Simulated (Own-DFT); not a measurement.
# Point defects and the pressure they add: zincblende InP

No measurement is shown. These are fixed-geometry runs of a retired plane-wave code named Own-DFT, which no person has reviewed; spin and spin-orbit coupling are neglected.

Method: PBE; PseudoDojo norm-conserving scalar-relativistic files; cutoff 36 hartree; 2 x 3 x 3 k mesh centred on Gamma; Fermi-Dirac smearing of 0.1 eV.

Caveats (not all hold for every row): not probed for a lower state with spin; forces on such cells failed a check on a denser k mesh; forces not confirmed at this smearing and k mesh; stress not checked against mesh or cutoff.

All runs share one cell, with vectors in Å (17.606, 0.000, 0.000); (0.000, 11.737, 0.000); (0.000, 0.000, 11.737) and a volume of 2425.5 Å³. Atoms were moved at random from their sites; u is the rms move along one axis. The defect's site can differ from row to row.

| cell | formula | u (Å) | P (GPa) |
|---|---|---|---|
| no defect | In48P48 | 0.0176 | 3.18 |
| no defect | In48P48 | 0.0195 | 3.20 |
| no defect | In48P48 | 0.0535 | 3.71 |
| two P on an In site each | In46P50 | 0.0285 | 3.02 |
| two P on an In site each | In46P50 | 0.0466 | 3.16 |
| two P on an In site each | In46P50 | 0.0469 | 3.22 |
| one In on a P site and one P on an In site | In48P48 | 0.0302 | ? |
| one In on a P site and one P on an In site | In48P48 | 0.0321 | 3.50 |
| one In on a P site and one P on an In site | In48P48 | 0.0489 | 3.82 |
| one In on a P site and one P on an In site | In48P48 | 0.0501 | 3.80 |

## Fit

P = P0 + c u² + a shift for each defect gives P0 = 3.13 GPa, c = 194 ± 17 GPa/Å² and a scatter of 0.05 GPa. The shifts, and each times the cell's volume:

- one In on a P site and one P on an In site: 0.19 ± 0.04 GPa, 2.9 eV
- two P on an In site each: -0.33 ± 0.04 GPa, -5.0 eV (-2.5 eV for each of its 2 sites)

Against the defect-free cell, a freed cell would be larger where the shift is positive and smaller where it is negative (160.2 GPa Å³ is 1 eV). The atoms around the defects weren't relaxed, which would change these numbers.

## Test on the hidden row

Q: what pressure belongs in the blank (one In on a P site and one P on an In site, u = 0.0302 Å)?

From the fit: 3.50 ± 0.06 GPa. The calculation gave 3.52 GPa.
